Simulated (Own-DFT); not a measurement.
Hf7Si13 (HfSi2 crystal with substituted atoms, atoms displaced) (calculated)

All values are calculated (Own-DFT development build). A calculation, not a measurement: plane-wave density functional theory by an unreviewed code, no spin, of a simulated periodic cell, stress positive in tension, run twice, with PBE and with PBEsol, both on files made for PBE, so the change isn't that of files made for PBEsol, hafnium file: forces about 75 meV/angstrom off all-electron values; forces on such cells moved up to 12 meV/angstrom on a denser k mesh; the far tail of each file's local potential was reset to the Coulomb form; each entry is a single point on an unrelaxed cell, so the pressure reflects the starting lattice, taken from the Materials Project, from which strain is counted, and rises with the displacements; printed positions are rounded, which can move forces by about a meV/angstrom; the program, named Own-DFT, is a retired in-house code; no spin-orbit coupling; stress was not checked against mesh or cutoff.

Entry: Hf7Si13 (HfSi2 crystal with substituted atoms, atoms displaced)

```cif
# cell vector a (Å): -7.2972 7.0724 -1.7824
# cell vector b (Å): 3.6486 7.0873 5.7379
# cell vector c (Å): 3.6486 3.5213 -8.4115
data_Hf7Si13
_symmetry_space_group_name_H-M 'P 1'
_symmetry_Int_Tables_number 1
_cell_length_a 10.3172
_cell_length_b 9.8217
_cell_length_c 9.8217
_cell_angle_alpha 95.948
_cell_angle_beta 82.474
_cell_angle_gamma 82.474
_cell_volume 970.77
loop_
_atom_site_label
_atom_site_type_symbol
_atom_site_fract_x
_atom_site_fract_y
_atom_site_fract_z
_atom_site_occupancy
Hf1 Hf 0.52126 0.57025 0.76639 1
Hf2 Hf 0.27529 0.26147 0.04066 1
Si1 Si 0.42075 0.30146 0.79773 1
Si2 Si 0.37329 0.49546 0.00701 1
Si3 Si 0.27671 0.58738 0.69342 1
Si4 Si 0.52969 0.20517 0.11000 1
Hf3 Hf 0.71498 0.73791 0.95356 1
Hf4 Hf 0.48141 0.44641 0.24239 1
Si5 Si 0.62883 0.49217 0.00319 1
Si6 Si 0.58207 0.70709 0.20215 1
Si7 Si 0.47979 0.79150 0.89705 1
Si8 Si 0.71133 0.40826 0.30299 1
Hf5 Hf 0.92475 0.96257 0.15473 1
Hf6 Hf 0.66594 0.65917 0.42924 1
Si9 Si 0.84364 0.69029 0.19472 1
Si10 Si 0.77353 0.90502 0.40545 1
Si11 Si 0.68781 0.99891 0.08519 1
Si12 Si 0.91962 0.59128 0.49750 1
Hf7 Hf 0.02004 0.55550 0.75726 1
Hf8 Hf 0.77818 0.26006 0.03439 1
Si13 Si 0.91967 0.30894 0.80683 1
Si14 Si 0.86750 0.49021 0.99952 1
Hf9 Hf 0.77737 0.59053 0.70229 1
Si15 Si 0.02790 0.19892 0.08999 1
Hf10 Hf 0.22628 0.74752 0.97178 1
Hf11 Hf 0.96764 0.44255 0.25039 1
Si16 Si 0.10709 0.50876 0.98939 1
Si17 Si 0.07018 0.69472 0.19614 1
Si18 Si 0.97865 0.79745 0.90069 1
Si19 Si 0.22748 0.40442 0.30500 1
Hf12 Hf 0.41647 0.95842 0.16923 1
Hf13 Hf 0.16580 0.66085 0.44001 1
Si20 Si 0.32848 0.69952 0.20342 1
Si21 Si 0.26654 0.89882 0.41740 1
Si22 Si 0.17856 0.01173 0.09761 1
Si23 Si 0.43682 0.58871 0.48226 1
Hf14 Hf 0.63952 0.14398 0.36573 1
Hf15 Hf 0.39300 0.86788 0.64966 1
Si24 Si 0.51176 0.91246 0.39719 1
Si25 Si 0.48753 0.08299 0.58539 1
Si26 Si 0.37441 0.19065 0.30062 1
Si27 Si 0.62278 0.80648 0.70752 1
Hf16 Hf 0.82850 0.35045 0.56220 1
Hf17 Hf 0.58050 0.06335 0.84238 1
Si28 Si 0.71491 0.08792 0.60558 1
Si29 Si 0.66360 0.30610 0.79721 1
Si30 Si 0.57837 0.39397 0.50443 1
Si31 Si 0.81860 0.00325 0.90655 1
Hf18 Hf 0.12814 0.14864 0.34967 1
Hf19 Hf 0.86702 0.86116 0.64333 1
Si32 Si 0.02724 0.90771 0.39294 1
Si33 Si 0.96530 0.08618 0.61170 1
Si34 Si 0.87362 0.19922 0.29988 1
Si35 Si 0.12071 0.80063 0.70591 1
Hf20 Hf 0.32753 0.34819 0.55674 1
Hf21 Hf 0.07958 0.04782 0.84416 1
Si36 Si 0.23007 0.10775 0.59225 1
Si37 Si 0.18153 0.30413 0.79993 1
Si38 Si 0.08312 0.38531 0.49341 1
Si39 Si 0.32890 0.99304 0.88706 1
```

It was run with functional PBE, then PBEsol, potential files PseudoDojo norm-conserving, scalar-relativistic, standard set, wave cutoff 42 hartree, occupations cold (Marzari-Vanderbilt), smearing width 0.2 eV and k mesh 4 x 4 x 4 centred on Gamma.

Results for Hf7Si13 (HfSi2 crystal with substituted atoms, atoms displaced): PBE pressure 7.74 GPa; PBE stress xx -9.59 GPa; PBE stress yy -7.47 GPa; PBE stress zz -6.15 GPa; PBE stress yz -0.28 GPa; PBE stress xz 1.28 GPa; PBE stress xy -0.27 GPa; PBEsol pressure 4.38 GPa; PBEsol stress xx -6.53 GPa; PBEsol stress yy -4 GPa; PBEsol stress zz -2.61 GPa; PBEsol stress yz -0.24 GPa; PBEsol stress xz 1.31 GPa; PBEsol stress xy -0.25 GPa; rms change of force components from PBE to PBEsol 0.039 eV/Å.

Force:
```tsv
force element	PBE force x (eV/Å)	PBE force y (eV/Å)	PBE force z (eV/Å)	PBEsol force x (eV/Å)	PBEsol force y (eV/Å)	PBEsol force z (eV/Å)
Hf	-0.775	-4.739	-0.227	-0.85	-4.591	-0.184
Hf	-0.206	-0.223	-0.669	-0.205	-0.235	-0.698
Si	-0.202	0.493	0.016	-0.209	0.473	0.011
Si	-0.034	0.457	0.763	-0.025	0.448	0.746
Si	1.236	1.452	-0.03	1.215	1.405	-0.083
Si	-0.906	-1.122	0.523	-0.896	-1.072	0.583
Hf	0.483	3.116	-0.426	0.392	3.02	-0.336
Hf	1.489	-0.183	0.8	1.474	-0.182	0.747
Si	0.852	-0.106	1.003	0.86	-0.103	0.98
Si	0.17	-0.814	0.528	0.154	-0.795	0.51
Si	3.778	1.83	-0.47	3.738	1.775	-0.545
Si	-2.635	0.455	0.009	-2.622	0.466	0.083
Hf	-1.412	-1.426	-1.243	-1.398	-1.397	-1.176
Hf	-0.206	2.062	-1.262	-0.208	2.029	-1.298
Si	1.513	-0.605	0.628	1.543	-0.628	0.611
Si	-0.826	-0.506	0.341	-0.816	-0.515	0.34
Si	3.977	-0.953	-2.828	3.989	-0.965	-2.895
Si	-1.701	0.922	1.885	-1.642	0.908	1.887
Hf	-3.107	0.507	-0.328	-2.995	0.442	-0.264
Hf	0.58	-0.554	-1.838	0.579	-0.555	-1.843
Si	-1.052	-0.493	0.606	-1.047	-0.507	0.603
Si	0.321	1.281	0.731	0.331	1.258	0.711
Hf	2.683	-0.892	-4.02	2.645	-0.884	-4.03
Si	1.047	0.471	0.613	1.065	0.47	0.667
Hf	-0.552	-0.761	1.378	-0.546	-0.747	1.404
Hf	-0.705	1.137	1.341	-0.69	1.12	1.299
Si	-0.57	0.648	-1.5	-0.58	0.658	-1.466
Si	-0.268	0.948	-0.325	-0.297	0.987	-0.337
Si	1.534	-0.098	-0.583	1.537	-0.109	-0.646
Si	-0.887	-0.407	1.126	-0.902	-0.37	1.181
Hf	-2.547	-1.792	0.545	-2.508	-1.759	0.565
Hf	-0.501	0.264	-1.191	-0.502	0.254	-1.217
Si	0.063	0.209	-0.087	0.081	0.2	-0.082
Si	-0.484	0.137	0.934	-0.494	0.122	0.917
Si	-0.683	-0.749	-0.827	-0.688	-0.746	-0.891
Si	3.044	0.453	0.124	3.014	0.458	0.197
Hf	0.701	-1.631	1.855	0.706	-1.604	1.86
Hf	0.421	-4.082	0.558	0.416	-4.025	0.53
Si	-1.33	-0.295	-0.653	-1.342	-0.308	-0.637
Si	2.058	1.405	0.333	2.069	1.402	0.312
Si	0.902	1.985	-0.347	0.91	1.924	-0.404
Si	-1.249	0.42	1.292	-1.29	0.431	1.322
Hf	-2.988	-3.211	0.518	-2.863	-3.065	0.575
Hf	1.205	-0.992	-0.774	1.166	-0.988	-0.788
Si	-0.411	1.63	0.901	-0.41	1.627	0.866
Si	-0.432	0.772	0.116	-0.452	0.765	0.105
Si	0.595	0.607	-1.152	0.586	0.57	-1.224
Si	-3.596	0.548	2.358	-3.619	0.574	2.443
Hf	0.202	-0.82	-0.658	0.188	-0.787	-0.608
Hf	-1.156	0.034	-1.274	-1.136	0.013	-1.299
Si	0.45	-0.492	-0.412	0.443	-0.496	-0.395
Si	-0.152	1.246	1.354	-0.148	1.232	1.31
Si	0.36	1.162	-0.169	0.353	1.134	-0.211
Si	-1.731	0.146	0.927	-1.725	0.16	0.987
Hf	-1.079	-0.78	0.137	-1.062	-0.761	0.179
Hf	0.443	0.45	0.868	0.448	0.436	0.804
Si	0.475	-0.229	-0.827	0.477	-0.212	-0.808
Si	0.457	-0.802	0.196	0.456	-0.799	0.198
Si	1.938	0.832	-0.543	1.942	0.789	-0.601
Si	1.402	1.674	-0.643	1.389	1.655	-0.566
```
